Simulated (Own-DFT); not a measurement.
Simulation results for Hf36O71 (tetragonal hafnia with one neutral oxygen vacancy, atoms displaced)

A calculation, not a measurement: plane-wave PBE and HSE06 DFT by an unreviewed code, no spin, of a simulated cell at Gamma alone, so results move with cell size and shape, stress positive in tension, energies less offsets, not probed for a lower state with spin; hafnium file: forces about 75 meV/angstrom off all-electron values; oxygen file: force components 24 meV/angstrom off all-electron in a glass; k mesh not checked against a denser one; forces and stress are PBE's, HSE06 gives the energy alone, and its difference from PBE has offsets of its own; offsets are fitted by least squares, one for each functional and potential file, so energies compare only between cells with the same atoms and settings and are not formation energies; the far tail of each file's local potential was reset to the Coulomb form; each entry is a single point on an unrelaxed cell, so the pressure reflects the starting lattice, taken from the Materials Project, from which strain is counted, and rises with the displacements; printed positions are rounded, which can move forces by about a meV/angstrom; the program is a retired in-house code; no spin-orbit coupling. Program: Own-DFT development build.

```cif
# cell vector a (Å): 10.7800 0.0000 0.0000
# cell vector b (Å): 0.0000 10.7800 0.0000
# cell vector c (Å): 0.0000 0.0000 10.4493
data_Hf36O71
_symmetry_space_group_name_H-M 'P 1'
_symmetry_Int_Tables_number 1
_cell_length_a 10.7800
_cell_length_b 10.7800
_cell_length_c 10.4493
_cell_angle_alpha 90.000
_cell_angle_beta 90.000
_cell_angle_gamma 90.000
_cell_volume 1214.30
loop_
_atom_site_label
_atom_site_type_symbol
_atom_site_fract_x
_atom_site_fract_y
_atom_site_fract_z
_atom_site_occupancy
Hf1 Hf 0.99271 0.99960 0.00030 1
Hf2 Hf 0.16471 0.17172 0.24727 1
O1 O 0.99712 0.16462 0.15179 1
O2 O 0.15915 0.00090 0.34832 1
O3 O 0.99735 0.16864 0.39641 1
O4 O 0.16829 0.00176 0.09825 1
Hf3 Hf 0.99667 0.99201 0.50536 1
Hf4 Hf 0.16785 0.16331 0.74711 1
O5 O 0.99726 0.16635 0.64892 1
O6 O 0.16754 0.00175 0.84528 1
O7 O 0.00398 0.16222 0.89898 1
O8 O 0.17236 0.99911 0.59683 1
Hf5 Hf 0.00340 0.33436 0.00034 1
Hf6 Hf 0.16727 0.50039 0.25006 1
O9 O 0.99865 0.49517 0.15308 1
O10 O 0.16478 0.33450 0.34691 1
O11 O 0.16128 0.33109 0.09313 1
Hf7 Hf 0.00064 0.33197 0.50094 1
Hf8 Hf 0.16212 0.49910 0.74831 1
O12 O 0.00244 0.50479 0.65194 1
O13 O 0.16532 0.33527 0.84971 1
O14 O 0.00499 0.50003 0.90996 1
O15 O 0.16425 0.33495 0.59809 1
Hf9 Hf 0.00105 0.66986 0.99764 1
Hf10 Hf 0.16591 0.83057 0.24871 1
O16 O 0.99885 0.83820 0.15346 1
O17 O 0.16474 0.67035 0.34723 1
O18 O 0.99953 0.83579 0.39967 1
O19 O 0.16763 0.66504 0.09552 1
Hf11 Hf 0.00149 0.66763 0.49521 1
Hf12 Hf 0.16575 0.83365 0.74885 1
O20 O 0.00185 0.83841 0.65504 1
O21 O 0.16713 0.66072 0.84794 1
O22 O 0.99638 0.83193 0.90327 1
O23 O 0.17271 0.66714 0.59887 1
Hf13 Hf 0.32889 0.99767 0.99510 1
Hf14 Hf 0.50149 0.16469 0.24932 1
O24 O 0.33353 0.16770 0.15296 1
O25 O 0.49866 0.99761 0.34101 1
O26 O 0.32978 0.16705 0.40235 1
O27 O 0.49558 0.99352 0.09678 1
Hf15 Hf 0.33159 0.99788 0.49877 1
Hf16 Hf 0.49529 0.16394 0.74947 1
O28 O 0.33312 0.16782 0.64790 1
O29 O 0.50025 0.99904 0.85202 1
O30 O 0.33229 0.16886 0.90747 1
O31 O 0.49678 0.99210 0.60195 1
Hf17 Hf 0.33267 0.33707 0.00013 1
Hf18 Hf 0.50084 0.50438 0.24673 1
O32 O 0.33429 0.49928 0.15223 1
O33 O 0.49782 0.33022 0.35133 1
O34 O 0.33624 0.49785 0.39724 1
O35 O 0.49725 0.33345 0.09715 1
Hf19 Hf 0.33302 0.32521 0.49748 1
Hf20 Hf 0.49871 0.50179 0.75164 1
O36 O 0.33325 0.49607 0.65173 1
O37 O 0.49792 0.33417 0.84945 1
O38 O 0.33642 0.49888 0.89966 1
O39 O 0.50007 0.33030 0.59624 1
Hf21 Hf 0.33071 0.67376 0.00399 1
Hf22 Hf 0.49890 0.83515 0.24674 1
O40 O 0.33052 0.84021 0.15089 1
O41 O 0.50317 0.66134 0.34785 1
O42 O 0.33310 0.83161 0.40134 1
O43 O 0.50380 0.66755 0.09890 1
Hf23 Hf 0.33595 0.66633 0.49804 1
Hf24 Hf 0.50243 0.83512 0.74863 1
O44 O 0.33340 0.83155 0.65059 1
O45 O 0.50485 0.66954 0.84450 1
O46 O 0.33365 0.83415 0.90447 1
O47 O 0.50024 0.66645 0.60154 1
Hf25 Hf 0.66301 0.00208 0.00187 1
Hf26 Hf 0.83418 0.16570 0.25214 1
O48 O 0.66616 0.16491 0.15244 1
O49 O 0.83237 0.99962 0.34784 1
O50 O 0.66302 0.16576 0.40687 1
O51 O 0.83263 0.99556 0.10109 1
Hf27 Hf 0.66567 0.99991 0.49879 1
Hf28 Hf 0.83011 0.16884 0.75236 1
O52 O 0.66353 0.17131 0.65223 1
O53 O 0.83415 0.99746 0.84843 1
O54 O 0.67250 0.16301 0.90588 1
O55 O 0.83586 0.00078 0.59338 1
Hf29 Hf 0.66882 0.33171 0.00276 1
Hf30 Hf 0.83827 0.49609 0.24211 1
O56 O 0.66671 0.49513 0.14948 1
O57 O 0.82998 0.33089 0.34757 1
O58 O 0.66276 0.49814 0.39726 1
O59 O 0.83379 0.33523 0.09731 1
Hf31 Hf 0.66652 0.33089 0.49887 1
Hf32 Hf 0.83263 0.50467 0.75235 1
O60 O 0.66569 0.49668 0.65399 1
O61 O 0.83487 0.33463 0.84459 1
O62 O 0.66378 0.50152 0.89932 1
O63 O 0.83577 0.33660 0.59645 1
Hf33 Hf 0.66580 0.66606 0.99932 1
Hf34 Hf 0.83599 0.83326 0.24756 1
O64 O 0.66636 0.83268 0.15903 1
O65 O 0.83275 0.67008 0.34659 1
O66 O 0.66753 0.83521 0.40058 1
O67 O 0.83495 0.67185 0.09645 1
Hf35 Hf 0.66444 0.66130 0.50356 1
Hf36 Hf 0.83505 0.83592 0.74707 1
O68 O 0.66638 0.83355 0.65148 1
O69 O 0.82913 0.66630 0.84997 1
O70 O 0.66975 0.83323 0.90082 1
O71 O 0.83533 0.66827 0.60015 1
_calc_first_functional 'PBE'
_calc_second_functional 'HSE06'
_calc_exact_exchange_share 0.25
_calc_screening 0.11  # 1/bohr
_calc_exchange_divergence 'Gygi-Baldereschi'
_calc_potential_files 'PseudoDojo norm-conserving, scalar-relativistic, made for PBE, standard set'
_calc_wave_cutoff 48  # hartree
_calc_occupations 'fixed'
_calc_k_mesh '1 x 1 x 1 centred on Gamma'
_calc_PBE_energy_of_cell_above_offsets '-100.773'  # eV
_calc_HSE06_less_PBE_above_offsets '-0.138'  # eV
_calc_PBE_pressure 0.84  # GPa
_calc_PBE_stress_xx -1.05  # GPa
_calc_PBE_stress_yy -0.13  # GPa
_calc_PBE_stress_zz -1.34  # GPa
_calc_PBE_stress_yz -0.29  # GPa
_calc_PBE_stress_xz 0.53  # GPa
_calc_PBE_stress_xy -0.03  # GPa
```

Force:
| element | x (eV/Å) | y (eV/Å) | z (eV/Å) |
| --- | --- | --- | --- |
| Hf | 0.909 | 0.437 | 0.408 |
| Hf | 0.009 | -1.558 | 0.157 |
| O | -0.066 | 0.086 | -0.419 |
| O | 0.65 | -0.254 | -0.346 |
| O | 0.004 | -0.215 | 0.864 |
| O | -0.865 | -0.063 | -0.647 |
| Hf | 1.404 | 1.867 | -1.616 |
| Hf | -0.941 | 1.153 | 0.364 |
| O | 0.448 | -0.194 | 0.462 |
| O | 0.281 | -0.923 | -0.036 |
| O | -0.427 | 0.616 | 0.316 |
| O | -1.063 | 0.006 | 0.417 |
| Hf | -0.706 | -0.961 | -0.918 |
| Hf | 0.419 | -0.111 | 0.451 |
| O | 1.088 | 0.323 | 0.307 |
| O | -0.285 | 0.53 | -0.09 |
| O | 1.201 | 0.119 | 1.166 |
| Hf | -0.246 | -0.143 | -0.456 |
| Hf | 1.663 | -0.458 | -0.056 |
| O | -0.947 | 0.112 | -0.293 |
| O | -0.117 | -0.646 | -0.545 |
| O | -0.573 | 0.443 | -0.704 |
| O | 0.14 | -0.38 | -0.186 |
| Hf | -0.414 | -0.39 | 0.183 |
| Hf | -0.198 | 2.079 | 0.219 |
| O | 0.99 | -0.495 | -0.546 |
| O | -0.382 | -1.139 | 0.069 |
| O | -0.054 | -0.873 | 0.501 |
| O | -0.549 | 0.257 | 0.642 |
| Hf | -0.102 | -0.969 | 0.177 |
| Hf | 1.145 | -0.606 | 0.073 |
| O | 0.034 | 0.075 | -0.577 |
| O | -0.115 | 1.639 | 0.128 |
| O | 0.442 | 0.216 | -0.436 |
| O | -1.178 | 0.289 | -0.586 |
| Hf | 0.012 | 1.147 | 1.212 |
| Hf | -0.864 | 0.971 | -0.056 |
| O | -0.008 | 0.142 | 0.389 |
| O | -0.02 | 0.576 | 0.997 |
| O | -0.032 | -1.171 | -0.3 |
| O | 0.551 | 0.267 | -0.145 |
| Hf | 0.164 | -0.14 | -0.458 |
| Hf | 0.315 | 1.13 | 0.241 |
| O | 0.063 | -0.167 | 0.42 |
| O | 0.023 | 0.395 | -0.444 |
| O | 0.034 | -0.401 | -1.021 |
| O | 0.383 | 0.73 | -0.613 |
| Hf | 0.393 | -0.106 | -0.32 |
| Hf | 0.186 | -1.519 | 0.811 |
| O | -0.591 | 0.181 | -0.333 |
| O | 0.133 | -0.001 | -0.805 |
| O | -0.555 | 0.354 | 0.416 |
| O | 0.833 | -0.19 | -0.013 |
| Hf | 0.642 | 1.99 | 0.501 |
| Hf | -0.622 | -0.486 | -0.019 |
| O | -0.092 | 0.236 | 0.054 |
| O | 0.333 | -0.929 | -0.399 |
| O | 0.073 | 1.101 | 0.735 |
| O | -0.234 | -0.066 | 0.084 |
| Hf | 0.904 | -1.55 | -0.965 |
| Hf | 0.537 | -0.589 | 0.395 |
| O | 0.039 | -1.1 | -0.084 |
| O | -0.301 | 1.526 | 0.193 |
| O | 0.056 | 0.103 | -0.208 |
| O | -1.148 | 0.053 | -0.054 |
| Hf | 0.132 | -0.924 | 0.456 |
| Hf | -0.109 | -0.275 | 0.008 |
| O | -0.146 | 0.084 | 0.515 |
| O | -0.265 | 0.035 | 0.547 |
| O | -0.326 | -0.552 | -0.699 |
| O | -0.057 | -0.011 | -0.541 |
| Hf | 0.065 | -1.17 | 0.21 |
| Hf | 0.545 | -0.327 | 0.287 |
| O | 0.045 | 0.001 | -0.072 |
| O | -0.072 | 0.206 | 0.161 |
| O | 0.072 | -0.449 | -0.61 |
| O | -0.489 | 0.319 | -0.503 |
| Hf | 0.02 | -0.862 | -0.107 |
| Hf | 0.492 | 0 | -0.399 |
| O | 0.362 | -0.603 | 0.541 |
| O | 0.149 | 0.567 | -0.253 |
| O | -0.028 | 0.689 | -0.384 |
| O | -1.507 | -0.253 | 0.918 |
| Hf | -1.02 | 0.748 | -0.365 |
| Hf | -1.621 | 0.449 | 1.533 |
| O | 0.332 | 0.273 | -0.27 |
| O | 0.295 | 0.712 | -0.277 |
| O | 0.262 | 0.157 | 0.769 |
| O | 0.14 | -0.156 | -0.046 |
| Hf | -0.313 | 0.911 | 0.185 |
| Hf | -0.343 | -0.529 | -0.707 |
| O | 0.462 | 0.469 | -0.38 |
| O | -0.082 | 0.065 | 0.382 |
| O | 0.371 | -0.574 | 0.547 |
| O | -0.212 | -0.169 | -0.003 |
| Hf | 0.42 | 0.275 | -0.434 |
| Hf | -1.017 | 0.109 | 0.662 |
| O | -0.059 | 0.077 | -0.838 |
| O | 0.711 | -1.28 | 0.069 |
| O | -0.379 | -0.434 | 0.907 |
| O | 0.069 | -0.432 | -0.033 |
| Hf | 0.424 | 0.31 | -1.025 |
| Hf | -1.096 | -0.653 | 0.703 |
| O | 0.527 | 0.16 | 0.045 |
| O | 0.584 | 0.311 | -0.296 |
| O | -0.183 | 0.369 | 0.489 |
| O | 0.048 | 0 | -0.355 |
